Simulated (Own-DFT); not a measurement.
Simulation results for SiC (4H silicon carbide, atoms displaced)

A calculation, not a measurement: plane-wave PBE density functional theory by an unreviewed code, no spin, of a simulated periodic cell, stress positive in tension, free energy of the whole cell less one offset for each atom, forces on such cells passed a denser k mesh, this cell's mesh not checked; offsets are fitted by least squares, one for each functional and potential file, so energies compare only between cells with the same atoms and settings and are not formation energies; the far tail of each file's local potential was reset to the Coulomb form; each entry is a single point on an unrelaxed cell, so the pressure reflects the starting lattice, mostly measured values (interpolated for alloys), from which strain is counted, and rises with the displacements; printed positions are rounded, which can move forces by about a meV/angstrom; the program, named Own-DFT, is a retired in-house code; no spin-orbit coupling. Program: Own-DFT development build.

Settings shared by all entries: functional PBE; potential files PseudoDojo norm-conserving, scalar-relativistic, standard set; wave cutoff 42 hartree; occupations Fermi-Dirac; smearing width 0.1 eV; hardware one NVIDIA H100; k mesh 4 x 4 x 3 centred on Gamma.

(1) SiC (4H silicon carbide, atoms displaced)

```
CELL_PARAMETERS angstrom
9.24810 0.00000 0.00000
-4.62410 8.00910 0.00000
0.00000 0.00000 10.06810
ATOMIC_POSITIONS crystal
Si 0.99867 0.99991 0.40508
Si 0.10716 0.21840 0.15742
C 0.00440 0.00205 0.09569
C 0.10988 0.22203 0.34115
Si 0.99638 0.32609 0.40675
Si 0.11439 0.55592 0.15497
C 0.99927 0.33335 0.10013
C 0.11012 0.55961 0.33918
Si 0.00079 0.65925 0.40797
Si 0.10722 0.88652 0.15312
C 0.99819 0.66798 0.09423
C 0.11074 0.89352 0.33991
Si 0.32721 0.99654 0.41274
Si 0.44263 0.22672 0.15659
C 0.33106 0.99327 0.08681
C 0.44306 0.21831 0.34638
Si 0.33727 0.34185 0.40797
Si 0.44336 0.55358 0.16048
C 0.33284 0.34054 0.09170
C 0.44527 0.55562 0.34207
Si 0.33668 0.67035 0.41049
Si 0.44478 0.89036 0.15550
C 0.32946 0.66231 0.09120
C 0.44747 0.89346 0.34457
Si 0.66207 0.99170 0.39992
Si 0.77531 0.21995 0.15216
C 0.66749 0.00169 0.09353
C 0.78047 0.21995 0.34649
Si 0.66909 0.33100 0.40554
Si 0.77269 0.55473 0.15521
C 0.66679 0.32961 0.09961
C 0.77807 0.55856 0.34445
Si 0.67296 0.66690 0.40529
Si 0.77158 0.88976 0.15995
C 0.66527 0.66258 0.08646
C 0.77987 0.89081 0.34639
Si 0.99895 0.99645 0.90380
Si 0.88758 0.77738 0.65648
C 0.99925 0.00321 0.58749
C 0.88675 0.77588 0.84129
Si 0.99253 0.66112 0.90437
Si 0.88605 0.44809 0.65509
C 0.00631 0.67166 0.59309
C 0.88712 0.44105 0.84484
Si 0.00276 0.33508 0.90112
Si 0.89213 0.10980 0.65613
C 0.00218 0.33111 0.59736
C 0.89256 0.11050 0.83937
Si 0.66445 0.99665 0.90548
Si 0.55268 0.77553 0.65803
C 0.66772 0.00603 0.59800
C 0.55088 0.77392 0.84265
Si 0.66011 0.66001 0.90660
Si 0.55776 0.44291 0.65769
C 0.66137 0.66372 0.59732
C 0.55040 0.44142 0.84696
Si 0.67033 0.34226 0.90224
Si 0.54936 0.10825 0.65415
C 0.66156 0.33171 0.59331
C 0.55265 0.11194 0.84430
Si 0.33074 0.99338 0.91046
Si 0.21570 0.77783 0.65385
C 0.33716 0.99624 0.59265
C 0.22158 0.77443 0.84956
Si 0.33141 0.66834 0.90691
Si 0.22474 0.44853 0.65502
C 0.33365 0.67134 0.59718
C 0.22400 0.45310 0.83845
Si 0.32771 0.32534 0.91021
Si 0.21829 0.11097 0.66429
C 0.32986 0.33524 0.59742
C 0.22391 0.11643 0.84457
```

- free energy of cell above offsets: -10.092 eV
- pressure: 3.94 GPa
- stress xx: -3.59 GPa
- stress yy: -2.9 GPa
- stress zz: -5.33 GPa
- stress yz: -0.72 GPa
- stress xz: -0.15 GPa
- stress xy: 0.24 GPa
- wall time: 358.2 s

Force:
| element | x (eV/Å) | y (eV/Å) | z (eV/Å) |
| --- | --- | --- | --- |
| Si | 0.767 | 0.628 | -0.552 |
| Si | 0.231 | 0.955 | -0.301 |
| C | -1.347 | -0.718 | -0.922 |
| C | 0.593 | 0.187 | 0.942 |
| Si | 0.366 | 1.304 | 0.091 |
| Si | -1.237 | 0.022 | -0.079 |
| C | 0.069 | -0.247 | -1.937 |
| C | 1.508 | -1.022 | 1.418 |
| Si | -1.127 | 1.872 | -1.171 |
| Si | 0.825 | 0.243 | 0.429 |
| C | -0.093 | -0.948 | -0.509 |
| C | 0.411 | -1.266 | 1.029 |
| Si | 0.268 | 0.631 | -2.003 |
| Si | 0.405 | -1.256 | -0.013 |
| C | -0.622 | 1.215 | 2.459 |
| C | -0.379 | 0.738 | -0.008 |
| Si | 0.07 | -2.058 | 0.1 |
| Si | -0.329 | 0.793 | -1.688 |
| C | 0.229 | -1.54 | 0.951 |
| C | 0.195 | 1.001 | 1.062 |
| Si | -0.593 | -0.253 | -0.916 |
| Si | -0.344 | -0.683 | -0.052 |
| C | 0.934 | 0.944 | 0.84 |
| C | -0.889 | -1.06 | -0.365 |
| Si | 0.115 | 1.977 | 2.304 |
| Si | 0.606 | 0.643 | 1.429 |
| C | -0.225 | -0.622 | -0.239 |
| C | -0.781 | -0.5 | -0.83 |
| Si | -0.713 | -0.02 | -0.247 |
| Si | 1.257 | -0.039 | 0.227 |
| C | -1.017 | 0.875 | -1.478 |
| C | 0.804 | -0.907 | 0.046 |
| Si | -1.311 | 0.04 | 0.841 |
| Si | 1.723 | -0.454 | -1.128 |
| C | -0.808 | 0.783 | 2.2 |
| C | -0.227 | -0.993 | -0.514 |
| Si | -0.236 | 0.514 | 0.779 |
| Si | -0.368 | 0.418 | -0.751 |
| C | 0.817 | -0.979 | 1.49 |
| C | -0.137 | -0.276 | 0.408 |
| Si | 0.918 | 0.799 | 0.834 |
| Si | 1.061 | -1.085 | 0.074 |
| C | -1.799 | -1.162 | -0.12 |
| C | -0.185 | 0.643 | -0.701 |
| Si | 0.261 | -0.384 | 1.048 |
| Si | -1.224 | 0.248 | -0.456 |
| C | -0.886 | 0.84 | -0.832 |
| C | -0.478 | -0.228 | 1.318 |
| Si | 0.076 | 0.598 | -0.759 |
| Si | -0.003 | 1.219 | -0.207 |
| C | 0.557 | -1.372 | -1.195 |
| C | 0.421 | 0.33 | 0.841 |
| Si | -0.152 | 0.946 | -1.097 |
| Si | -1.479 | -0.061 | 0.067 |
| C | 0.884 | 0.32 | -0.882 |
| C | 0.233 | 0.048 | -0.544 |
| Si | -0.239 | -2.24 | 1.413 |
| Si | 1.361 | 0.546 | 1.036 |
| C | 0.775 | 0.281 | -0.092 |
| C | 0.291 | 0.021 | 0.069 |
| Si | -0.021 | 1.012 | -1.871 |
| Si | 2.14 | 0.414 | 1.72 |
| C | -2.339 | 0.275 | 1.025 |
| C | -1.468 | 0.281 | -1.535 |
| Si | 0.659 | -0.546 | -0.179 |
| Si | -0.465 | -0.097 | 0.149 |
| C | -0.127 | -0.485 | -0.834 |
| C | 0.569 | -1.369 | 1.338 |
| Si | -0.581 | 2.39 | -0.942 |
| Si | 0.571 | 0.284 | -2.343 |
| C | 1.086 | -0.227 | -0.484 |
| C | 0.175 | -2.18 | 0.796 |

(2) SiC (4H silicon carbide, atoms displaced)

```
CELL_PARAMETERS angstrom
9.24810 0.00000 0.00000
-4.62410 8.00910 0.00000
0.00000 0.00000 10.06810
ATOMIC_POSITIONS crystal
Si 0.00087 0.00051 0.41177
Si 0.11393 0.21884 0.15517
C 0.00118 0.00647 0.09436
C 0.10835 0.21916 0.34137
Si 0.99561 0.32990 0.40418
Si 0.10765 0.55394 0.15432
C 0.00162 0.33423 0.09598
C 0.10611 0.55441 0.34562
Si 0.00123 0.66567 0.40360
Si 0.11595 0.89256 0.15531
C 0.00308 0.66432 0.09470
C 0.10559 0.88657 0.34106
Si 0.33163 0.99954 0.40949
Si 0.44584 0.22015 0.15595
C 0.33264 0.99333 0.09411
C 0.44994 0.22266 0.34739
Si 0.33053 0.32712 0.40670
Si 0.44716 0.55300 0.15988
C 0.33504 0.33116 0.09145
C 0.44572 0.55830 0.34300
Si 0.33566 0.66599 0.40581
Si 0.44824 0.88813 0.15051
C 0.33067 0.66678 0.08970
C 0.44074 0.89155 0.34074
Si 0.66627 0.00755 0.40865
Si 0.77939 0.22251 0.15521
C 0.67089 0.99846 0.10135
C 0.77882 0.22538 0.34036
Si 0.67175 0.34237 0.40411
Si 0.77930 0.55705 0.15662
C 0.66771 0.33457 0.09140
C 0.77981 0.55591 0.34441
Si 0.66702 0.66894 0.41189
Si 0.78023 0.88618 0.16026
C 0.67220 0.67040 0.09224
C 0.77311 0.88803 0.33843
Si 0.99976 0.99750 0.90416
Si 0.88490 0.77764 0.66213
C 0.99499 0.99876 0.60139
C 0.88562 0.77998 0.84300
Si 0.00313 0.66770 0.89831
Si 0.88347 0.44426 0.65784
C 0.00229 0.67179 0.59363
C 0.88898 0.44436 0.84670
Si 0.00073 0.33489 0.90757
Si 0.89347 0.11180 0.65534
C 0.00051 0.33015 0.59148
C 0.88270 0.11142 0.84746
Si 0.66524 0.00142 0.90480
Si 0.55605 0.77399 0.65781
C 0.66607 0.00659 0.59491
C 0.55535 0.77974 0.84308
Si 0.66600 0.66623 0.90874
Si 0.55930 0.44654 0.65379
C 0.66929 0.66933 0.59520
C 0.55539 0.44511 0.84565
Si 0.67020 0.33110 0.90872
Si 0.55237 0.11386 0.65701
C 0.66598 0.32949 0.59115
C 0.55632 0.11230 0.84972
Si 0.33434 0.99474 0.90506
Si 0.22320 0.78086 0.65633
C 0.33340 0.00343 0.59515
C 0.21845 0.77542 0.84495
Si 0.33278 0.66099 0.90873
Si 0.22293 0.44486 0.65135
C 0.33665 0.66936 0.59909
C 0.22086 0.44192 0.84340
Si 0.33657 0.33352 0.90551
Si 0.22049 0.11065 0.65876
C 0.32713 0.33129 0.59719
C 0.22521 0.11763 0.84342
```

- free energy of cell above offsets: -11.004 eV
- pressure: 3.59 GPa
- stress xx: -2.83 GPa
- stress yy: -3.48 GPa
- stress zz: -4.45 GPa
- stress yz: -0.28 GPa
- stress xz: 0.49 GPa
- stress xy: -0.31 GPa
- wall time: 378.1 s

Force:
| element | x (eV/Å) | y (eV/Å) | z (eV/Å) |
| --- | --- | --- | --- |
| Si | -0.76 | -0.604 | -1.034 |
| Si | -0.73 | 1.113 | 0.028 |
| C | 0.911 | -1.78 | -0.692 |
| C | 0.409 | 0.189 | 0.765 |
| Si | 0.462 | 0.537 | 0.05 |
| Si | 0.852 | 0.186 | 0.684 |
| C | 0.245 | -0.331 | -0.447 |
| C | 1.423 | -0.169 | -0.354 |
| Si | -0.477 | 0.521 | 0.609 |
| Si | -0.787 | -0.824 | -0.171 |
| C | -1.254 | 0.887 | -0.983 |
| C | 0.644 | 0.691 | 1.122 |
| Si | -0.045 | -0.166 | -1.044 |
| Si | 0.091 | -0.218 | 0.042 |
| C | 0.068 | 1.249 | -0.58 |
| C | -0.894 | -0.003 | -0.552 |
| Si | -0.157 | 0.811 | -0.046 |
| Si | -0.567 | 0.524 | -1.36 |
| C | 0.125 | 0.224 | 0.708 |
| C | 0.452 | -0.997 | 1.049 |
| Si | -1.109 | 0.676 | 0.126 |
| Si | -0.362 | -0.232 | 1.283 |
| C | 1.015 | -0.609 | 1.322 |
| C | 0.721 | -0.494 | 0.693 |
| Si | -0.023 | -1.02 | -0.964 |
| Si | -0.024 | -0.054 | 0.016 |
| C | -0.443 | 0.187 | -1.853 |
| C | -0.429 | 0.061 | 0.692 |
| Si | 0.424 | -1.624 | 0.152 |
| Si | 0.42 | -0.039 | -0.394 |
| C | 0.167 | -0.212 | 0.909 |
| C | -0.793 | 0.912 | 0.059 |
| Si | 0.22 | 0.176 | -1.627 |
| Si | -0.194 | 0.756 | -1.291 |
| C | -0.381 | -0.758 | 0.702 |
| C | 0.504 | 0.337 | 3.039 |
| Si | -0.645 | 1.334 | 0.674 |
| Si | 0.913 | 0.149 | -1.23 |
| C | 1.226 | -0.316 | -1.209 |
| C | 0.798 | -0.701 | 0.839 |
| Si | -1.222 | -0.268 | 1.956 |
| Si | 1.48 | 0.02 | -0.449 |
| C | -0.462 | -0.644 | 0.163 |
| C | -0.028 | 0.037 | -0.75 |
| Si | 0.324 | -0.46 | 0.067 |
| Si | -2.012 | 0.463 | 1.065 |
| C | -0.652 | 0.742 | 0.177 |
| C | 1.367 | 0.176 | -0.769 |
| Si | 0.54 | -0.564 | 1.171 |
| Si | -0.667 | 1.489 | -0.081 |
| C | 0.695 | -1 | 0.126 |
| C | 0.179 | -0.491 | 0.662 |
| Si | -0.283 | 0.189 | -0.528 |
| Si | -0.724 | -0.732 | 0.732 |
| C | -0.159 | -0.518 | 0.031 |
| C | 0.92 | 0.028 | -0.525 |
| Si | -1.138 | 0.765 | -0.338 |
| Si | 0.811 | -0.388 | 0.47 |
| C | -0.59 | 1.141 | 0.291 |
| C | -0.332 | -0.209 | -1.191 |
| Si | -1.096 | 0.884 | 0.521 |
| Si | 0.202 | -0.37 | 0.156 |
| C | -0.243 | -0.387 | 0.135 |
| C | 1.262 | 0.328 | -0.666 |
| Si | -0.373 | 0.421 | -1.178 |
| Si | -0.758 | 0.112 | 1.233 |
| C | -0.289 | -0.28 | -1.329 |
| C | 0.169 | 0.077 | -0.148 |
| Si | -0.659 | 0.334 | -0.036 |
| Si | -0.185 | 0.204 | -0.01 |
| C | 1.482 | 0.23 | -1.116 |
| C | 0.429 | -1.702 | 0.43 |

(3) SiC (4H silicon carbide, atoms displaced)

```
CELL_PARAMETERS angstrom
9.24810 0.00000 0.00000
-4.62410 8.00910 0.00000
0.00000 0.00000 10.06810
ATOMIC_POSITIONS crystal
Si 0.99922 0.00036 0.41291
Si 0.10680 0.21923 0.16074
C 0.00452 0.99841 0.09519
C 0.11387 0.22326 0.34512
Si 0.99845 0.33162 0.39959
Si 0.11341 0.56008 0.16056
C 0.99741 0.32873 0.09712
C 0.11069 0.55608 0.34133
Si 0.99918 0.66558 0.40707
Si 0.11291 0.88569 0.15072
C 0.00094 0.67422 0.09308
C 0.10870 0.88750 0.34192
Si 0.33034 0.99928 0.41107
Si 0.44400 0.21483 0.15476
C 0.32948 0.99682 0.09513
C 0.43899 0.21989 0.34423
Si 0.33149 0.33167 0.40971
Si 0.45253 0.55553 0.14875
C 0.33203 0.33036 0.09174
C 0.44048 0.55509 0.34822
Si 0.33137 0.66652 0.40275
Si 0.44410 0.88849 0.15787
C 0.33401 0.66345 0.09938
C 0.44889 0.88778 0.34311
Si 0.65774 0.99427 0.40475
Si 0.77762 0.22177 0.15506
C 0.66697 0.00200 0.09193
C 0.78390 0.22549 0.34806
Si 0.66606 0.33210 0.41003
Si 0.78162 0.56171 0.15749
C 0.66906 0.33077 0.09719
C 0.77868 0.56116 0.34598
Si 0.67276 0.67513 0.40870
Si 0.77746 0.89084 0.15581
C 0.66207 0.66526 0.09493
C 0.77895 0.88657 0.35032
Si 0.00222 0.00146 0.90533
Si 0.88986 0.77743 0.65387
C 0.00496 0.00251 0.59156
C 0.89156 0.77729 0.84503
Si 0.99931 0.66622 0.90165
Si 0.88470 0.43685 0.65534
C 0.00594 0.67076 0.59213
C 0.88995 0.44658 0.84665
Si 0.00119 0.33569 0.90862
Si 0.89326 0.10673 0.65080
C 0.99663 0.33112 0.59057
C 0.88794 0.11030 0.84331
Si 0.66617 0.99853 0.90585
Si 0.55471 0.77715 0.65454
C 0.66859 0.99580 0.59418
C 0.55142 0.77899 0.84801
Si 0.66774 0.66210 0.91152
Si 0.55531 0.44375 0.65556
C 0.66420 0.66211 0.59434
C 0.55733 0.43979 0.84272
Si 0.66579 0.33443 0.90562
Si 0.56002 0.11908 0.65738
C 0.66443 0.33601 0.59200
C 0.55635 0.10949 0.84451
Si 0.33547 0.99536 0.90357
Si 0.21972 0.77680 0.65938
C 0.33086 0.00479 0.59356
C 0.21843 0.77191 0.84278
Si 0.33601 0.66890 0.90511
Si 0.22462 0.44799 0.65500
C 0.33707 0.67041 0.59425
C 0.22720 0.44650 0.84438
Si 0.33355 0.33466 0.90819
Si 0.22849 0.11270 0.65692
C 0.33552 0.33513 0.59149
C 0.22953 0.11496 0.83915
```

* stress yy: ?

**Q.** Give the missing stress yy for SiC (4H silicon carbide, atoms displaced) (entry 3).
**A.** -3.1 GPa

**Q.** Give the table of force values for SiC (4H silicon carbide, atoms displaced) (entry 3).
**A.** 
Force:
| element | x (eV/Å) | y (eV/Å) | z (eV/Å) |
| --- | --- | --- | --- |
| Si | 0.676 | 0.039 | -2.212 |
| Si | 1.089 | 0.221 | -0.763 |
| C | -1.107 | 0.163 | -0.485 |
| C | -0.588 | -0.554 | 0.383 |
| Si | 0.958 | 0.692 | 1.313 |
| Si | -0.196 | -0.77 | -1.39 |
| C | 0.06 | 1.112 | -0.351 |
| C | -0.304 | -0.018 | 1.1 |
| Si | 0.09 | 0.525 | -0.487 |
| Si | -0.865 | 1.045 | 1.788 |
| C | 0.746 | -1.927 | -0.771 |
| C | 0.336 | 0.092 | 0.43 |
| Si | 0.095 | -0.165 | -1.476 |
| Si | -0.729 | 1.17 | 0.534 |
| C | 1.262 | -0.133 | -1.075 |
| C | 1.045 | 0.033 | 0.186 |
| Si | 0.276 | 0.783 | -1.15 |
| Si | -2.496 | -1.348 | 2.6 |
| C | 0.286 | -0.06 | 0.569 |
| C | 1.298 | 0.109 | -1.067 |
| Si | 0.424 | -0.161 | 0.671 |
| Si | 0.192 | -0.241 | -0.482 |
| C | -0.187 | 0.608 | -1.342 |
| C | -2.074 | 0.015 | 0.171 |
| Si | 2.112 | 1.311 | 0.878 |
| Si | 0.182 | -0.015 | 0.862 |
| C | -0.013 | -0.392 | 0.536 |
| C | -1.759 | -1.344 | -1.023 |
| Si | -0.397 | 0.42 | -1.712 |
| Si | -0.094 | -0.973 | 0.323 |
| C | -0.843 | 0.868 | -0.738 |
| C | 0.247 | -0.942 | 0.026 |
| Si | -1.014 | -2.271 | -0.107 |
| Si | 0.574 | -0.075 | 0.532 |
| C | 2.007 | 0.992 | -0.311 |
| C | -0.715 | 1.525 | -1.361 |
| Si | 0.25 | 0.178 | 0.03 |
| Si | -0.095 | -0.094 | 0.47 |
| C | 0.416 | -0.618 | 1.282 |
| C | -0.765 | 0.239 | -0.4 |
| Si | 0.058 | 0.117 | 1.094 |
| Si | 0.297 | 1.424 | 0.154 |
| C | -0.777 | -1.264 | 0.468 |
| C | -0.073 | -0.762 | -0.651 |
| Si | 0.425 | -0.489 | -0.261 |
| Si | -1.2 | 0.801 | 1.013 |
| C | 0.801 | 0.143 | 0.038 |
| C | 0.407 | 0.234 | -0.192 |
| Si | 0.311 | 0.36 | -0.216 |
| Si | 0.369 | -0.05 | 0.894 |
| C | -0.866 | 0.862 | -0.308 |
| C | 1.641 | -0.426 | -0.772 |
| Si | -0.566 | 0.669 | -1.592 |
| Si | -0.408 | 0.212 | 0.126 |
| C | 0.308 | 1.003 | 0.334 |
| C | -0.93 | 0.894 | 0.389 |
| Si | 0.845 | -0.681 | 0.823 |
| Si | 0.186 | -1.706 | -0.333 |
| C | 0.684 | -0.224 | 0.733 |
| C | 0.009 | 0.448 | -0.036 |
| Si | -0.834 | 0.482 | 0.347 |
| Si | 0.847 | 0.544 | -0.99 |
| C | 1.847 | -0.97 | 0.613 |
| C | 0.302 | 0.735 | 0.488 |
| Si | -0.543 | -0.767 | 1.026 |
| Si | -0.251 | -0.496 | -0.023 |
| C | -0.936 | -0.265 | -0.488 |
| C | -0.733 | -0.115 | -0.053 |
| Si | 0.491 | -0.475 | -0.639 |
| Si | -1.322 | 0.708 | -0.343 |
| C | -0.288 | -0.253 | 1.044 |
| C | -0.483 | -0.732 | 1.336 |

Further results for SiC (4H silicon carbide, atoms displaced) (entry 3):

* free energy of cell above offsets: -10.740 eV
* pressure: 3.81 GPa
* stress xx: -3.86 GPa
* stress zz: -4.46 GPa
* stress yz: -0.09 GPa
* stress xz: -0.06 GPa
* stress xy: -0.31 GPa
* wall time: 364.8 s
